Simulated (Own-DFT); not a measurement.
# One host, several defects: C40 NbSi2

Everything here is calculated. The program is Own-DFT (plane waves, in-house, since retired, never reviewed by a person); positions were held fixed, and spin and spin-orbit coupling were off.

Method: PBE; PseudoDojo norm-conserving scalar-relativistic files; cutoff 42 hartree; 4 x 4 x 5 k mesh centred on Gamma; cold (Marzari-Vanderbilt) smearing of 0.2 eV.

Known weak points: forces on such cells failed a check on a denser k mesh; stress not checked against mesh or cutoff.

All runs share one cell, with vectors in Å (0.000, 8.324, 0.000); (-9.613, 0.000, 0.000); (0.000, 0.000, 6.586) and a volume of 527.0 Å³. Atoms were moved at random from their sites; u is the rms move along one axis. The defect's site can differ from row to row.

| cell | formula | u (Å) | P (GPa) |
|---|---|---|---|
| no defect | Nb12Si24 | 0.0198 | 1.51 |
| no defect | Nb12Si24 | 0.0459 | 2.36 |
| no defect | Nb12Si24 | 0.0477 | 2.42 |
| two Nb on a Si site each | Nb14Si22 | 0.0260 | 7.52 |
| two Nb on a Si site each | Nb14Si22 | 0.0300 | 7.73 |
| two Nb on a Si site each | Nb14Si22 | 0.0489 | ? |
| two Nb on a Si site each | Nb14Si22 | 0.0508 | 8.36 |
| one Si vacancy | Nb12Si23 | 0.0284 | 0.95 |
| one Si vacancy | Nb12Si23 | 0.0300 | 0.95 |
| one Si vacancy | Nb12Si23 | 0.0516 | 1.99 |
| two Si on a Nb site each | Nb10Si26 | 0.0280 | 1.58 |
| two Si on a Nb site each | Nb10Si26 | 0.0302 | 1.46 |
| two Si on a Nb site each | Nb10Si26 | 0.0496 | 2.18 |

## Fit

P = P0 + c u² + a shift for each defect gives P0 = 1.34 GPa, c = 473 ± 33 GPa/Å² and a scatter of 0.09 GPa. The shifts, and each times the cell's volume:

- two Nb on a Si site each: 5.87 ± 0.08 GPa, 19.3 eV (9.7 eV for each of its 2 sites)
- two Si on a Nb site each: -0.26 ± 0.08 GPa, -0.9 eV (-0.4 eV for each of its 2 sites)
- one Si vacancy: -0.74 ± 0.08 GPa, -2.4 eV

Against the defect-free cell, a freed cell would be larger where the shift is positive and smaller where it is negative (160.2 GPa Å³ is 1 eV). The atoms around the defects weren't relaxed, which would change these numbers.

## Prediction

Q: what pressure belongs in the blank (two Nb on a Si site each, u = 0.0489 Å)?

From the fit: 8.34 ± 0.11 GPa. DFT gave 8.62 GPa.
